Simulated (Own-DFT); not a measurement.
# Computed records: InP (zincblende, strained, atoms displaced)

A calculation, not a measurement: plane-wave PBE density functional theory by an unreviewed code, no spin, of a simulated periodic cell, stress positive in tension, free energy of the whole cell less one offset for each atom, forces on such cells moved up to 12 meV/angstrom on a denser k mesh; offsets are fitted by least squares, one for each functional and potential file, so energies compare only between cells with the same atoms and settings and are not formation energies; the far tail of each file's local potential was reset to the Coulomb form; each entry is a single point on an unrelaxed cell, so the pressure reflects the starting lattice, mostly measured values (interpolated for alloys), from which strain is counted, and rises with the displacements; printed positions are rounded, which can move forces by about a meV/angstrom; the program, named Own-DFT, is a retired in-house code; no spin-orbit coupling; before rounding, a Quantum ESPRESSO 7.3.1 run of the same cell and cutoff gave forces within 1 meV/angstrom rms on each cell, which checks the program and not the settings. Program: Own-DFT development build.

## InP (zincblende, strained, atoms displaced)

```cif
# cell vector a (Å): 11.3066 0.0000 0.0000
# cell vector b (Å): 0.0000 11.3066 0.0000
# cell vector c (Å): 0.0000 0.0000 12.1251
data_InP
_symmetry_space_group_name_H-M 'P 1'
_symmetry_Int_Tables_number 1
_cell_length_a 11.3066
_cell_length_b 11.3066
_cell_length_c 12.1251
_cell_angle_alpha 90.000
_cell_angle_beta 90.000
_cell_angle_gamma 90.000
_cell_volume 1550.06
loop_
_atom_site_label
_atom_site_type_symbol
_atom_site_fract_x
_atom_site_fract_y
_atom_site_fract_z
_atom_site_occupancy
In1 In 0.99093 0.99786 0.00303 1
In2 In 0.00075 0.24910 0.24909 1
In3 In 0.25326 0.00111 0.24691 1
In4 In 0.24979 0.25125 0.00327 1
P1 P 0.12479 0.12964 0.12758 1
P2 P 0.12961 0.37226 0.37571 1
P3 P 0.37930 0.12617 0.37408 1
P4 P 0.37514 0.37503 0.12492 1
In5 In 0.00297 0.00482 0.49302 1
In6 In 0.00011 0.24827 0.74680 1
In7 In 0.25053 0.99878 0.74718 1
In8 In 0.24925 0.24919 0.50008 1
P5 P 0.12143 0.12433 0.62467 1
P6 P 0.12809 0.37579 0.87345 1
P7 P 0.37608 0.12472 0.86661 1
P8 P 0.37820 0.37020 0.62379 1
In9 In 0.00134 0.49966 0.00047 1
In10 In 0.00183 0.74939 0.24610 1
In11 In 0.24453 0.49996 0.24886 1
In12 In 0.24668 0.75011 0.00296 1
P9 P 0.12844 0.62411 0.12550 1
P10 P 0.12333 0.87375 0.37449 1
P11 P 0.37489 0.62281 0.37161 1
P12 P 0.37121 0.87991 0.12338 1
In13 In 0.99621 0.50332 0.50049 1
In14 In 0.00295 0.74966 0.74905 1
In15 In 0.24846 0.49966 0.75032 1
In16 In 0.24401 0.74920 0.49583 1
P13 P 0.12523 0.62547 0.62272 1
P14 P 0.12487 0.87114 0.87495 1
P15 P 0.37422 0.62489 0.87531 1
P16 P 0.37645 0.87178 0.62489 1
In17 In 0.50446 0.00271 0.99988 1
In18 In 0.49731 0.25099 0.24840 1
In19 In 0.74889 0.99859 0.25098 1
In20 In 0.75222 0.24737 0.99978 1
P17 P 0.62494 0.12722 0.12741 1
P18 P 0.62828 0.37062 0.37270 1
P19 P 0.87223 0.12929 0.37345 1
P20 P 0.87630 0.37167 0.12666 1
In21 In 0.50256 0.99890 0.49859 1
In22 In 0.49689 0.25133 0.75192 1
In23 In 0.75399 0.00244 0.75408 1
In24 In 0.75324 0.24830 0.50181 1
P21 P 0.62156 0.12869 0.62688 1
P22 P 0.62602 0.37944 0.87189 1
P23 P 0.87380 0.12499 0.87725 1
P24 P 0.87214 0.37795 0.62685 1
In25 In 0.49633 0.50039 0.00333 1
In26 In 0.49808 0.74865 0.25410 1
In27 In 0.74416 0.50012 0.24970 1
In28 In 0.75054 0.74739 0.99882 1
P25 P 0.62515 0.62469 0.12101 1
P26 P 0.62300 0.87268 0.37924 1
P27 P 0.87476 0.62360 0.37845 1
P28 P 0.87519 0.87549 0.12626 1
In29 In 0.50404 0.50355 0.50422 1
In30 In 0.49224 0.75055 0.75236 1
In31 In 0.75153 0.49656 0.74488 1
In32 In 0.74965 0.74902 0.50093 1
P29 P 0.62680 0.63032 0.62098 1
P30 P 0.62117 0.87525 0.87267 1
P31 P 0.87165 0.62592 0.87541 1
P32 P 0.87476 0.87674 0.62042 1
```

```
functional      : PBE
potential files : PseudoDojo norm-conserving, scalar-relativistic, standard set
wave cutoff     : 36 hartree
occupations     : Fermi-Dirac
smearing width  : 0.1 eV
k mesh          : 3 x 3 x 3 centred on Gamma
stress zz       : ?
```

Questions
1. InP (zincblende, strained, atoms displaced): stress zz?
2. Give the table of force values for InP (zincblende, strained, atoms displaced).

Calculated values
1. -4.59 GPa
2. 
Force:
```csv
element,x (eV/Å),y (eV/Å),z (eV/Å)
In,1.235,0.323,-0.371
In,-0.011,0.344,0.481
In,-0.426,0.237,0.669
In,0.242,-0.34,-0.746
P,-0.119,-0.836,-0.55
P,-0.871,0.36,0.101
P,-0.499,-0.278,0.203
P,-0.279,0.14,0.193
In,-0.541,-0.275,0.299
In,-0.145,0.36,0.534
In,-0.222,-0.24,0.051
In,0.344,-0.266,0.128
P,0.442,-0.109,-0.182
P,-0.501,-0.345,0.191
P,-0.447,-0.137,1.372
P,-0.435,0.79,-0.05
In,-0.276,-0.076,-0.153
In,-0.261,-0.226,0.525
In,0.636,-0.299,0.272
In,0.486,0.119,-0.385
P,-0.603,-0.026,-0.201
P,0.2,0.408,-0.637
P,-0.279,-0.254,0.577
P,0.828,-0.613,-0.136
In,0.586,-0.657,-0.021
In,-0.592,0.042,-0.164
In,0.459,-0.01,-0.529
In,0.794,-0.04,0.214
P,0.006,-0.254,0.242
P,-0.162,0.748,0.231
P,-0.353,-0.142,0.34
P,-0.519,0.241,-0.694
In,-0.458,0.063,-0.162
In,0.279,0.135,0.2
In,-0.215,-0.024,0.233
In,-0.496,0.629,0.021
P,0.125,-0.15,-0.192
P,-0.488,0.291,0.521
P,0.262,-0.408,-0.143
P,-0.195,0.577,-0.189
In,-0.241,0.29,0.536
In,0.615,0.306,-0.048
In,-0.562,-0.352,-0.79
In,-0.497,0.149,0.181
P,0.498,-0.422,-0.036
P,-0.181,-0.37,0.619
P,0.542,0.218,-0.259
P,0.799,-0.662,-0.58
In,0.342,-0.101,-0.632
In,0.096,0.332,-0.832
In,0.581,-0.013,-0.064
In,-0.285,0.6,-0.071
P,-0.259,0.329,0.622
P,0.414,0.018,-0.678
P,-0.21,0.344,-1.032
P,-0.58,-0.49,0.198
In,-0.235,-0.585,-0.696
In,0.73,-0.251,-0.235
In,-0.595,1.003,0.574
In,0.404,0.36,-0.279
P,-0.33,-0.24,1.211
P,0.511,-0.135,0.229
P,0.556,-0.374,-0.431
P,0.355,0.248,0.401
```

Further results for InP (zincblende, strained, atoms displaced):

```
free energy of cell above offsets : -32.031 eV
pressure                          : 6.62 GPa
stress xx                         : -7.6 GPa
stress yy                         : -7.68 GPa
stress yz                         : 0.23 GPa
stress xz                         : 0.17 GPa
stress xy                         : -0.15 GPa
```
